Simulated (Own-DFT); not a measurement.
# Strain and stress in 2H SiC, 72 atoms (C36Si36)

All numbers below are calculated, not measured. They come from Own-DFT, an in-house plane-wave density functional program, since retired, whose code no person has reviewed. Each row is one single-point run on a periodic cell that was not relaxed, without spin or spin-orbit coupling.

Settings of every run: PBE; PseudoDojo norm-conserving scalar-relativistic files; cutoff 42 hartree; 4 x 4 x 3 k mesh centred on Gamma; Fermi-Dirac smearing of 0.1 eV.

Known limits: forces on such cells passed a denser k mesh, each cell not checked; stress not checked against mesh or cutoff.

Unstrained cell vectors in Å: (9.248, 0.000, 0.000); (-4.624, 8.009, 0.000); (0.000, 0.000, 10.068). The unstrained cell has measured lattice constants (interpolated for alloys), not those of this functional. That, the random moves and any unrelaxed bonds set the pressure at no strain. Each run strains this cell uniformly, with the atoms carried along. Every atom was also moved at random, by a Gaussian of width 0.05 Å on each axis. Strain is the symmetric tensor, in per cent. Stress is positive in tension, and the pressure is minus a third of its trace.

```
run  e_xx (%)  e_yy (%)  e_zz (%)  e_yz (%)  e_xz (%)  e_xy (%)  s_xx (GPa)  s_yy (GPa)  s_zz (GPa)  s_yz (GPa)  s_xz (GPa)  s_xy (GPa)  P (GPa)  E (meV/atom)
  1      1.80     -0.72      1.41     -0.74      0.98     -1.27        3.39       -5.20        2.74       -2.10        3.25       -6.08    -0.31           3.3
  2     -1.05     -0.70      1.10      0.19     -1.18      1.28      -10.58       -9.89       -0.72        2.20       -3.45        6.92     7.06          24.7
  3      1.73      1.46     -0.25     -0.69      1.23     -0.14        6.66        5.85       -9.73       -2.01        2.91        0.23    -0.92          13.5
  4      1.65      1.16      1.24      0.11      0.17     -1.95        6.00        4.81       -1.53        0.43        0.80       -7.21    -3.09          14.1
  5      0.29      0.09      1.50      1.39      0.42      1.85       -2.43       -4.55        1.09        4.92        1.58        7.92     1.97          23.4
  6     -1.01      0.52     -0.12      1.90     -1.49     -1.19       -8.53       -1.72      -10.04        5.95       -5.23       -5.42     6.76          32.0
  7     -1.59      0.23     -1.59     -0.01     -0.70      0.69      -11.79       -7.12      -18.58       -0.99       -2.72        2.64    12.50          33.8
  8      1.92     -0.62      0.01     -1.36      1.04     -1.80        5.44       -6.18       -7.17       -3.55        3.50       -7.72     2.64          25.1
  9      1.10     -1.71     -1.44     -1.81     -0.44      0.16        0.96      -15.36      -17.20       -5.68       -1.64        0.79    10.53          30.7
 10     -0.20      1.16      0.31      0.38     -1.92     -0.17       -3.77        3.50       -6.21        0.80       -6.25       -1.77     2.16           0.0
 11      1.74      0.64      1.66     -1.48     -0.93     -1.11        7.00       -0.02        2.27       -4.50       -3.04       -4.92    -3.08          14.0
 12      1.00      0.69      1.13     -1.08     -1.02     -1.93        2.40        0.65       -1.21       -4.18       -3.15       -7.47    -0.61          13.5
 13     -1.00      1.59      1.22     -1.02      1.13     -0.60       -6.04        4.05       -2.50       -3.63        2.84       -3.09     1.50          15.3
 14     -1.75     -1.81     -1.52     -1.31     -1.61      0.75      -18.88      -14.55      -19.51       -4.29       -5.16        1.85    17.64          45.2
 15      0.01      1.37      1.43     -0.60      1.67     -0.33       -3.07        3.73        2.02       -2.43        4.65       -3.06    -0.89           8.9
 16     -1.41     -1.68      1.13      1.11      0.80     -1.86      -13.84      -14.89       -3.63        4.10        2.84       -9.91    10.79          42.3
 17      0.45      1.75     -0.72     -1.99     -0.69     -1.39           ?           ?           ?           ?           ?           ?        ?             ?
```

E is the free energy for each atom above the lowest run shown.

## Worked fit

Each stress component was fitted by least squares to a constant and the strains of the runs shown, as fractions, with shears doubled. Shear strains stay in the fit of a normal stress only where such slopes are resolved. The slopes, in GPa:

| stress | at no strain | per e_xx | per e_yy | per e_zz | scatter |
|---|---|---|---|---|---|
| s_xx | -4.2 | 543 ± 22 | 152 ± 27 | 3 ± 28 | 1.12 |
| s_yy | -4.5 | 87 ± 27 | 572 ± 32 | 32 ± 34 | 1.34 |
| s_zz | -8.6 | 51 ± 22 | -4 ± 27 | 631 ± 28 | 1.11 |

Each shear stress against twice its own strain: yz 166 ± 8, xz 152 ± 3, xy 225 ± 12 GPa. These are stiffnesses along x, y and z of the frame in which the cell vectors are given, which need not be the crystal's axes. The atoms are held to the strained lattice; where symmetry lets them move under strain, relaxing them would lower some slopes. The table should be nearly symmetric about its diagonal, and what it lacks of that shows the noise. A ninth of its sum, 230 ± 3 GPa, estimates the bulk modulus near the mean pressure of these runs, 4.0 GPa, so it lies above the value at zero pressure.

## Withheld run

Question: what normal stresses and pressure should run 17 give?

The fit gives s_xx = 0.9, s_yy = 5.7, s_zz = -13.0 and P = 2.1 GPa. The calculation gave -0.33, 1.26, -10.34 and P = 3.14 GPa.
